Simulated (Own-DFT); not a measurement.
# What random displacements cost in monoclinic HfO2, 96 atoms (Hf32O64)

All numbers below are calculated, not measured. The program, named Own-DFT, is a retired in-house plane-wave density functional code that no person has reviewed. Each row is one single-point run on a periodic cell that was not relaxed, without spin or spin-orbit coupling.

Settings of every run: PBE; PseudoDojo norm-conserving scalar-relativistic files; cutoff 72 hartree; 2 x 2 x 2 k mesh centred on Gamma; Fermi-Dirac smearing of 0.1 eV.

Known limits, some of them of some rows only: some atoms lie very close together; hafnium file: forces about 75 meV/angstrom off all-electron values; oxygen file: force components 24 meV/angstrom off all-electron in a glass; forces on such cells passed a denser k mesh, each cell not checked; stress not checked against mesh or cutoff.

Cell vectors in Å: (10.234, 0.000, 0.000); (0.000, 10.350, 0.000); (-1.696, 0.000, 10.445). In each run every atom was moved at random and independently from its ideal site; u is the rms move along one axis. E is the free energy for each atom above the fitted value at u = 0, and F the rms of the force components.

| run | u (Å) | E (meV/atom) | F (eV/Å) | largest force (eV/Å) | P (GPa) |
|---|---|---|---|---|---|
| 1 | 0.0192 | 10.2 | 0.464 | 1.62 | 4.09 |
| 2 | 0.0197 | 8.5 | 0.395 | 1.49 | 4.02 |
| 3 | 0.0205 | 10.8 | 0.474 | 1.55 | 4.08 |
| 4 | 0.0493 | 59.7 | 0.991 | 4.05 | 5.90 |
| 5 | 0.0519 | 69.1 | 1.195 | 5.56 | 6.09 |
| 6 | 0.0800 | ? | ? | ? | ? |
| 7 | 0.0809 | 174.3 | 1.933 | 9.34 | 10.02 |
| 8 | 0.0817 | 156.2 | 1.747 | 7.67 | 8.31 |
| 9 | 0.1189 | 345.6 | 2.950 | 15.25 | 16.67 |
| 10 | 0.1482 | 592.0 | 3.932 | 17.37 | 21.70 |

## Worked fit

For small independent moves the energy grows as E = (3/2) K u², with K the mean stiffness felt by one atom. The runs with u up to 0.11 Å give K = 16.7 ± 0.5 eV/Å², with residuals divided by u² + 0.0006 Å², since the noise grows with the moves. The scatter is 3.8 meV/atom at u = 0.05 Å. The forces follow F = G u with G = 22.3 eV/Å²; no force at u = 0 is resolved. G exceeds K because the moves of its neighbours add to the force on an atom, and stiffness differs between atoms. At u = 0.148 Å the parabola gives 551 meV/atom and the run 592. The pressure follows P = 3.80 + 816 u² GPa: at fixed volume, shortened bonds push harder than stretched ones pull.

## Withheld run

Question: what energy and rms force should run 6 give?

The fit gives 161 ± 10 meV/atom and about 1.78 eV/Å. The calculation gave 160.1 meV/atom and 1.885 eV/Å.
